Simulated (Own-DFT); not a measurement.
## Calculated data, SiC (4H silicon carbide, atoms displaced)

Computed with Own-DFT development build. A calculation, not a measurement: plane-wave PBE density functional theory by an unreviewed code, no spin, of a simulated periodic cell, stress positive in tension, free energy of the whole cell less one offset for each atom, forces on such cells passed a denser k mesh, this cell's mesh not checked; offsets are fitted by least squares, one for each functional and potential file, so energies compare only between cells with the same atoms and settings and are not formation energies; the far tail of each file's local potential was reset to the Coulomb form; each entry is a single point on an unrelaxed cell, so the pressure reflects the starting lattice, mostly measured values (interpolated for alloys), from which strain is counted, and rises with the displacements; printed positions are rounded, which can move forces by about a meV/angstrom; the program, named Own-DFT, is a retired in-house code; no spin-orbit coupling.

Settings shared by all entries: functional PBE; potential files PseudoDojo norm-conserving, scalar-relativistic, standard set; wave cutoff 42 hartree; occupations Fermi-Dirac; smearing width 0.1 eV; hardware one NVIDIA H100; k mesh 4 x 4 x 3 centred on Gamma.

(1) 
```xyz
72
Lattice="9.2481 0.0000 0.0000 -4.6241 8.0091 0.0000 0.0000 0.0000 10.0681" Properties=species:S:1:pos:R:3:force_x:R:1:force_y:R:1:force_z:R:1 formula=SiC free_energy_of_cell_above_offsets=14.842 pressure=11.96 stress_xx=-7.09 stress_yy=-13.83 stress_zz=-14.97 stress_yz=0.63 stress_xz=-0.04 stress_xy=-1.3 wall_time=398.6
Si     9.0718     0.0029     4.1163      3.264     -0.033      0.197
Si    -0.1549     1.8155     1.5649      1.888      2.337      0.432
C     -0.0214     0.1941     1.0003      1.385     -4.408      -1.97
C     -0.1577     1.6775     3.5001      1.515      2.889     -2.236
Si    -1.4934     2.7476     4.0074     -3.413     -2.199      2.062
Si    -1.5553     4.3978     1.4738     -0.025      3.195      1.352
C      7.5822     2.7928     0.8027      1.305     -3.424      3.753
C     -1.6740     4.4590     3.4819      1.914     -0.071     -2.251
Si    -2.9909     5.5847     4.0704     -2.194     -5.166      1.916
Si    -2.8716     7.0271     1.5685     -1.988      3.738     -0.093
C      6.1324     5.3541     0.9386      0.471     -0.838      0.221
C     -3.0241     7.2239     3.5125     -4.752     -1.042     -2.156
Si     2.9156     0.0801     4.1125      5.551      0.338      1.775
Si     3.1860     1.8556     1.6443     -1.972      0.621     -0.544
C      3.0644     0.2113     0.9979      1.118     -4.296     -2.034
C      3.0107     1.7122     3.4877     -0.692      3.976     -0.028
Si     1.2731     2.8151     4.1161      3.242     -3.439      1.257
Si     1.5846     4.5486     1.5677      0.034     -1.424     -1.314
C      1.4661     2.6216     0.9938      0.908      2.041     -0.105
C      1.5303     4.5441     3.4902     -1.196     -1.485     -1.635
Si    -0.0809     5.1182     4.1119      0.457      4.825      1.346
Si     0.0555     7.0590     1.5644     -2.315      2.187      1.919
C      0.0088     5.3728     0.9203      0.131     -1.346     -0.151
C     -0.0314     7.2532     3.5173     -0.308     -2.336      0.733
Si     6.1720     0.0100     4.3147     -1.657     -0.032     -7.246
Si     6.2257     1.7448     1.8082      -1.87     -0.402     -8.526
C      1.4129     7.9743     0.9419      4.209      1.435      1.281
C      6.1893     1.6636     3.4462     -0.251      1.721      6.167
Si     4.5065     2.6719     4.1264      0.952      -5.11     -4.953
Si     4.6271     4.3642     1.7410      0.685       1.18     -3.565
C      4.7202     2.7345     0.8606       -0.4     -1.114      5.993
C      4.6601     4.2164     3.5316     -0.622      7.734     -2.133
Si     3.0145     5.3032     4.1208      2.593     -0.462     -0.641
Si     3.2969     7.2032     1.7417     -3.431     -1.416     -3.945
C      3.2461     5.3479     0.7836     -1.058      0.789      7.698
C      3.0223     7.0923     3.5464      0.175      -0.89      0.984
Si    -4.5491     7.9875     9.0118     -2.145      0.467      3.089
Si     4.5302     6.4882     6.5702      1.048     -6.181     -0.948
C      0.0152     0.1318     5.9485     -3.579     -1.585     -0.653
C      4.6006     6.2772     8.3362      0.525     -0.494      2.755
Si    -2.9773     5.2477     9.0611     -3.821      1.946      1.614
Si     6.2509     3.7687     6.5386     -0.024     -8.072        2.2
C      6.1641     5.2741     5.9550      0.297      8.918     -2.943
C      6.2795     3.5968     8.5049     -2.468     -2.409     -1.962
Si    -1.4733     2.7527     9.1240     -0.542     -0.523     -2.346
Si     7.5219     0.7886     6.6864      5.993      5.305      0.731
C     -1.4622     2.5652     5.8503     -1.929      1.671      2.523
C      7.6899     0.9854     8.5212      0.015      -1.59      0.072
Si     6.0923     0.0025     9.1929       2.07      0.675      0.474
Si     1.4930     6.4111     6.5024      0.272     -6.773      2.841
C      6.1668     0.0470     6.0151     -1.616       0.08      0.145
C      1.4987     6.3686     8.4113        1.3     -1.557      0.514
Si     3.0696     5.4000     9.1811      0.376     -0.009     -5.566
Si     3.1044     3.6085     6.4366     -3.556     -5.371      6.326
C      3.2473     5.1168     5.8766     -1.241      10.57     -0.563
C      3.1604     3.6032     8.5564     -1.712     -0.469     -1.265
Si     4.5698     2.6496     9.2428      1.579      0.432     -4.214
Si     4.7725     1.0166     6.5732     -5.002      0.842      1.502
C      4.4026     2.7388     5.7404      5.129     -2.669      7.927
C      4.5596     0.7569     8.6363      5.664      5.889     -4.379
Si     3.1278     0.1271     9.0236      -5.12     -5.858      4.322
Si    -1.4853     6.2861     6.4327     -0.212     -2.818      3.229
C      3.1669     0.0213     6.0281     -1.337      0.918     -0.532
C     -1.5465     6.0551     8.6034      1.431      5.191     -2.837
Si     0.0386     5.3991     9.0623      0.247     -0.348      0.637
Si     0.0246     3.5391     6.7490     -2.119     -1.655     -4.077
C      0.0771     5.1873     6.1691     -1.092      4.371     -4.267
C      0.0128     3.6584     8.4072      0.399     -1.611      6.609
Si     1.4920     2.6540     9.1349      1.318      1.333      0.078
Si     1.4174     0.7090     6.7763      4.443      4.453     -4.386
C      1.4295     2.7110     6.1822      2.926      -2.18      -3.29
C      1.5869     0.8585     8.4601      -1.17      1.041      3.079
```

Units: free_energy_of_cell_above_offsets in eV; pressure, stress_xx, stress_yy, stress_zz, stress_yz, stress_xz, stress_xy in GPa; wall_time in s; force_x, force_y, force_z in eV/Å.

(2) 
```xyz
72
Lattice="9.2481 0.0000 0.0000 -4.6241 8.0091 0.0000 0.0000 0.0000 10.0681" Properties=species:S:1:pos:R:3:force_x:R:1:force_y:R:1:force_z:R:1 formula=SiC free_energy_of_cell_above_offsets=12.826 pressure=11.31 stress_xx=-10.66 stress_yy=-9.31 stress_zz=-13.95 stress_yz=0.61 stress_xz=2.12 stress_xy=-1.6 wall_time=381.8
Si     0.1614     0.0015     3.8755     -3.033      1.755      3.392
Si    -0.0674     1.6731     1.4427      2.788      2.097      2.781
C     -4.5982     7.9706     0.7598     -0.199      -0.39      12.73
C      0.0336     1.9254     3.5591     -1.773     -2.837     -3.337
Si    -1.5726     2.8090     4.0154      1.238       -3.5      1.733
Si    -1.4791     4.4476     1.4050     -3.889     -1.384      3.937
C      7.6970     2.5382     0.8137     -0.712      0.212      11.36
C     -1.5180     4.4923     3.5723     -2.222     -0.099     -3.708
Si    -3.0128     5.3471     4.2035     -1.754      0.176     -3.063
Si    -2.9844     7.0578     1.3562     -0.843       3.67      3.553
C      6.0430     5.4047     1.1458      3.338     -3.392     -3.841
C     -3.0317     7.0805     3.5417      0.829     -0.554     -3.002
Si     3.0181     0.0200     4.1213      1.258     -1.435      2.378
Si     3.1477     1.6775     1.6144     -1.047      1.617     -0.331
C     -1.4879     7.9804     0.9581      2.249     -0.175     -1.491
C      2.9106     1.6916     3.5030      3.499      1.504     -0.901
Si     1.5637     2.7995     4.0374     -0.754     -2.447      1.936
Si     1.7704     4.4615     1.4742     -5.203     -1.715      2.233
C      1.6151     2.6482     1.0801     -0.773       0.11     -2.857
C      1.4394     4.4372     3.4127      2.277      2.521     -0.835
Si    -0.0809     5.2539     4.1185      3.015      1.896      0.823
Si     0.0834     7.1078     1.7509     -1.992     -0.402     -3.057
C     -0.1467     5.4193     0.9769      5.267      0.281     -1.892
C      0.0944     7.0591     3.5171     -2.692     -0.254      1.091
Si     1.5364     7.9134     4.0330      2.304      1.507      1.548
Si     6.0483     1.7094     1.5914      1.974      1.306     -0.266
C      1.6298     7.9287     1.0098     -3.267      1.677     -1.129
C      6.1140     1.7785     3.4707      3.203     -1.932     -1.477
Si     4.6780     2.5383     4.0247     -4.448      2.559       1.12
Si     4.5346     4.5773     1.5824      2.227      -3.31      0.707
C      4.6797     2.7216     0.9534     -1.755     -1.275      0.107
C      4.5610     4.3821     3.4429      1.194     -0.142      0.505
Si     3.0886     5.3107     3.9776     -1.397     -1.251      2.796
Si     3.0534     7.1629     1.6201      3.372     -1.882     -0.584
C      3.1384     5.3751     0.8599     -0.929      2.241     -0.508
C      3.1684     7.0088     3.4278      -0.45       2.98     -0.215
Si     4.5465     7.9521     9.2905      1.237      2.062     -13.49
Si     4.6211     6.3064     6.5984      0.289     -0.554     -1.184
C     -0.0152     0.0693     5.9411     -1.657     -3.121      -2.55
C      4.7205     6.3418     8.4722     -1.012     -2.126      0.332
Si    -2.8966     5.4462     9.0887     -11.71      -6.43      3.541
Si     6.1532     3.3839     6.4222      4.214      5.243      3.298
C     -3.0409     5.4186     5.9183     -0.161      -1.46      4.596
C      6.1038     3.5288     8.7428      3.552      1.979     -2.904
Si    -1.4797     2.7683     9.3518     -1.707     -1.097     -12.96
Si     7.7331     0.8553     6.4786          0      1.602       1.45
C     -1.4118     2.7119     5.9364     -2.067     -1.065       0.45
C      7.7008     0.8593     8.4321     -0.057      0.332      1.418
Si     1.5787     7.9961     9.1870     -0.245      1.337     -1.839
Si     1.5489     6.1703     6.7324     -1.159      1.159     -5.443
C      6.1499     0.0804     5.8963      3.837     -4.252     -1.045
C      1.2950     6.2823     8.4166      4.434      1.404      3.503
Si     3.1542     5.4598     9.0692       0.38     -1.838     -1.011
Si     3.1855     3.4763     6.7161      -2.13      0.751     -3.164
C      2.9043     5.3602     5.9242      3.921     -1.296      0.669
C      3.1532     3.5971     8.5033     -0.476      0.326      1.545
Si     4.6883     2.5563     9.1165     -1.956       2.64      1.476
Si     4.9418     0.9558     6.6029     -7.177      1.331     -2.151
C      4.7124     2.6765     5.9203     -2.997     -1.548     -1.077
C      4.5712     0.9861     8.2743      2.455     -1.939      4.702
Si    -1.3435     7.9326     8.8926     -4.461      2.368      2.615
Si    -1.2636     6.1674     6.8677     -5.221      1.983     -5.504
C      2.9693     0.0946     6.0782      3.665     -1.812     -0.893
C     -1.6105     6.1588     8.6031       10.1      3.217     -2.324
Si     0.0651     5.3435     9.1529     -3.017     -1.555      2.401
Si     0.0626     3.5705     6.7529     -0.465     -1.736     -2.571
C     -0.0161     5.2285     6.0098      1.963      1.452      0.619
C      0.0648     3.5514     8.5785     -2.224      1.688      0.418
Si     1.5243     2.7659     9.1291      3.624     -4.211      1.405
Si     1.3651     0.9172     6.4920      3.602     -1.656       4.12
C      1.4651     2.5653     5.9877      1.963      4.576     -0.439
C      1.5457     0.7243     8.5267     -0.234      2.513     -0.247
```

Units: free_energy_of_cell_above_offsets in eV; pressure, stress_xx, stress_yy, stress_zz, stress_yz, stress_xz, stress_xy in GPa; wall_time in s; force_x, force_y, force_z in eV/Å.

(3) 
```xyz
72
Lattice="9.2481 0.0000 0.0000 -4.6241 8.0091 0.0000 0.0000 0.0000 10.0681" Properties=species:S:1:pos:R:3:force_x:R:1:force_y:R:1:force_z:R:1 formula=SiC free_energy_of_cell_above_offsets=18.245 pressure=12.94 stress_xx=-12.72 stress_yy=-10.59 stress_zz=-15.49 stress_yz=-1.62 stress_xz=2.66 stress_xy=-2.23 wall_time=352.4
Si    -4.5887     8.0007     4.0668     -0.514      0.769     -0.691
Si     0.1608     1.6750     1.4211     -4.308      5.405      3.186
C      9.1390     0.0539     1.0027       6.95     -0.888     -3.307
C     -0.0606     1.9001     3.3823      5.017      -3.95     -0.934
Si    -1.3916     2.6002     4.0851     -5.025      2.877     -2.243
Si    -1.5786     4.5209     1.7522      1.526     -3.262     -3.437
C      7.5220     2.5895     1.0820      6.823      3.107     -3.218
C     -1.4334     4.4718     3.5628     -2.233     -0.104       0.35
Si    -2.9995     5.3170     4.2725     -0.347       0.39     -3.836
Si    -2.9583     7.1033     1.6289     -2.501     -1.931     -8.468
C      6.1711     5.1883     0.9447      0.048      3.416     -0.313
C     -3.0429     7.1179     3.1966     -0.438      -0.19      12.87
Si    -1.6191     7.8671     4.1951      0.848      3.507     -3.597
Si     3.1121     1.6868     1.3881     -0.822      5.382      4.887
C      2.9722     0.0950     0.9621      2.197      -4.94     -2.149
C      2.8903     1.9839     3.3951      8.249      -4.41      -2.49
Si     1.5459     2.6112     3.9861     -5.696      4.922       2.63
Si     1.7639     4.4124     1.5377     -7.707     -0.657      3.391
C      1.5988     2.6908     0.8986      0.261     -0.699     -1.416
C      1.4772     4.6639     3.4494     -1.303     -4.188     -2.496
Si    -0.0318     5.4854     4.0190       1.73     -0.004      0.923
Si     0.0254     7.1975     1.4981     -0.956      -2.65      1.586
C     -0.0436     5.2194     0.8515       1.94      1.532      0.253
C     -0.0206     7.2672     3.4665     -0.163     -0.993     -0.232
Si     6.2244     0.0558     4.1674     -0.592     -0.259     -4.274
Si     6.1563     1.8515     1.6786     -0.027     -4.445     -4.831
C      1.5131     7.9967     1.0419      1.879      0.344      -3.37
C      6.0399     1.7768     3.2923      1.172      0.542      9.691
Si     4.7144     2.7929     4.1452     -2.422     -1.794     -0.692
Si     4.6754     4.4093     1.5891     -0.656     -0.623      1.292
C      4.6874     2.4749     0.9815     -2.384      3.683     -1.327
C      4.6370     4.6027     3.6152     -0.014       -1.8     -1.377
Si     2.9078     5.2119     4.1372      4.311      4.008     -1.767
Si     3.2242     7.1533     1.3535     -7.763     -2.224      5.407
C      3.0514     5.3074     0.9838      4.978      1.799      1.151
C      3.1563     7.2363     3.2787     -1.006     -1.347      2.885
Si     4.6067     7.9523     9.2494      0.562      1.969     -3.597
Si     4.7825     6.0876     6.4496     -4.205      3.569      3.413
C      0.0426     0.0780     6.0913     -3.235      -2.17     -3.399
C      4.5902     6.3011     8.5247      -0.13     -2.645      0.078
Si    -3.0434     5.3838     9.0909     -1.498      1.118      1.531
Si     6.1887     3.4541     6.5147     -4.564       4.57      4.664
C     -2.9646     5.3001     6.0656      1.054      0.148     -1.268
C      6.3665     3.7732     8.4735     -2.949     -4.936     -2.261
Si     7.6190     2.5662     8.7985      1.092      3.192      5.656
Si     7.5016     1.0155     6.5920       2.27     -1.624     -0.338
C      7.4585     2.7996     5.7650      7.355     -4.704      1.853
C      7.5630     0.8590     8.5398      1.238     -1.906      -1.89
Si     1.4412     7.8355     8.9945      1.147      6.979      5.076
Si     1.6212     6.3313     6.6789     -0.189     -1.407     -2.207
C      6.0273     0.0474     5.9627      1.973      -0.18      1.344
C      1.6007     6.2593     8.5778      2.114     -3.824     -3.335
Si     2.9456     5.2811     9.3647      4.415     -0.557     -6.772
Si     3.0188     3.5442     6.6219       2.71      1.309     -0.167
C      3.0259     5.3405     5.8796      1.809      0.337      3.776
C      3.1894     3.5084     8.4305     -1.959      0.902      3.053
Si     4.7026     2.6099     9.2190      0.757      0.832      -2.24
Si     4.5531     0.9367     6.6227      0.188     -2.001      0.202
C      4.6213     2.5877     6.1571     -0.565      3.868     -3.245
C      4.6931     0.8274     8.4438      -1.89       0.69      1.218
Si    -1.4593     7.9891     9.2054     -1.983     -0.308     -3.275
Si    -1.3529     6.2751     6.4684     -2.177      0.194      3.399
C      3.1098     0.1116     5.9542      -2.54     -1.502      0.788
C     -1.6206     6.2050     8.4487      4.379      2.134     -0.535
Si     0.2854     5.2615     8.9596     -8.277     -0.447      3.681
Si     0.1521     3.5292     6.7889     -1.139      2.218     -13.63
C      0.1333     5.3929     5.9257      -0.06     -0.657      1.304
C      0.0734     3.5508     8.3276     -1.186     -0.779      10.04
Si     1.4571     2.6503     9.0729      3.016     -0.019      0.535
Si     1.4010     1.0344     6.5535      3.973     -0.581      1.382
C      1.5955     2.7890     5.9131      -2.31     -2.245      -0.49
C      1.5288     0.9717     8.4313     -0.248     -1.866      1.629
```

Units: free_energy_of_cell_above_offsets in eV; pressure, stress_xx, stress_yy, stress_zz, stress_yz, stress_xz, stress_xy in GPa; wall_time in s; force_x, force_y, force_z in eV/Å.
